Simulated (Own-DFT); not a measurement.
# Point defects and the pressure they add: C40 NbSi2

The numbers are computed, not measured, by runs of the plane-wave DFT program Own-DFT (in-house, retired, unreviewed) at fixed positions, with no spin and no spin-orbit coupling.

Method: PBEsol; PseudoDojo norm-conserving scalar-relativistic files, made for PBE; cutoff 42 hartree; 4 x 4 x 5 k mesh centred on Gamma; cold (Marzari-Vanderbilt) smearing of 0.2 eV.

Caveats: forces on such cells failed a check on a denser k mesh; stress not checked against mesh or cutoff.

All runs share one cell, with vectors in Å (0.000, 8.324, 0.000); (-9.613, 0.000, 0.000); (0.000, 0.000, 6.586) and a volume of 527.0 Å³. u is the rms random offset of the atoms per axis. The defect's site can differ from row to row.

```
                    cell   formula   u (Å)  P (GPa)
               no defect  Nb12Si24  0.0193    -2.16
               no defect  Nb12Si24  0.0207    -2.12
               no defect  Nb12Si24  0.0483    -1.06
        two Nb vacancies  Nb10Si24  0.0283    -3.43
        two Nb vacancies  Nb10Si24  0.0457    -2.29
        two Nb vacancies  Nb10Si24  0.0507    -2.69
          one Si vacancy  Nb12Si23  0.0336    -2.43
          one Si vacancy  Nb12Si23  0.0471    -1.97
          one Si vacancy  Nb12Si23  0.0575    -1.61
two Si on a Nb site each  Nb10Si26  0.0281    -1.75
two Si on a Nb site each  Nb10Si26  0.0292    -1.97
two Si on a Nb site each  Nb10Si26  0.0525    -0.64
two Nb on a Si site each  Nb14Si22  0.0278     3.42
two Nb on a Si site each  Nb14Si22  0.0298        ?
two Nb on a Si site each  Nb14Si22  0.0518     4.20
two Nb on a Si site each  Nb14Si22  0.0580     5.04
```

## Working it out

P = P0 + c u² + a shift for each defect gives P0 = -2.34 GPa, c = 536 ± 64 GPa/Å² and a scatter of 0.23 GPa. The shifts, and each times the cell's volume:

- two Nb on a Si site each: 5.34 ± 0.20 GPa, 17.6 eV (8.8 eV for each of its 2 sites)
- two Si on a Nb site each: 0.10 ± 0.19 GPa, 0.3 eV (0.2 eV for each of its 2 sites) (not resolved)
- one Si vacancy: -0.85 ± 0.20 GPa, -2.8 eV
- two Nb vacancies: -1.44 ± 0.19 GPa, -4.7 eV (-2.4 eV for each of its 2 sites)

Positive is outwards. The product with the volume (160.2 GPa Å³ to the eV) is nearly free of the cell's size; divided by the bulk modulus at the cell's pressure it gives the volume that the defect adds. The atoms around the defects weren't relaxed, which would change these numbers.

## Test on the hidden row

Q: what pressure belongs in the blank (two Nb on a Si site each, u = 0.0298 Å)?

The fitted form gives 3.48 ± 0.28 GPa. The calculation gave 3.29 GPa.
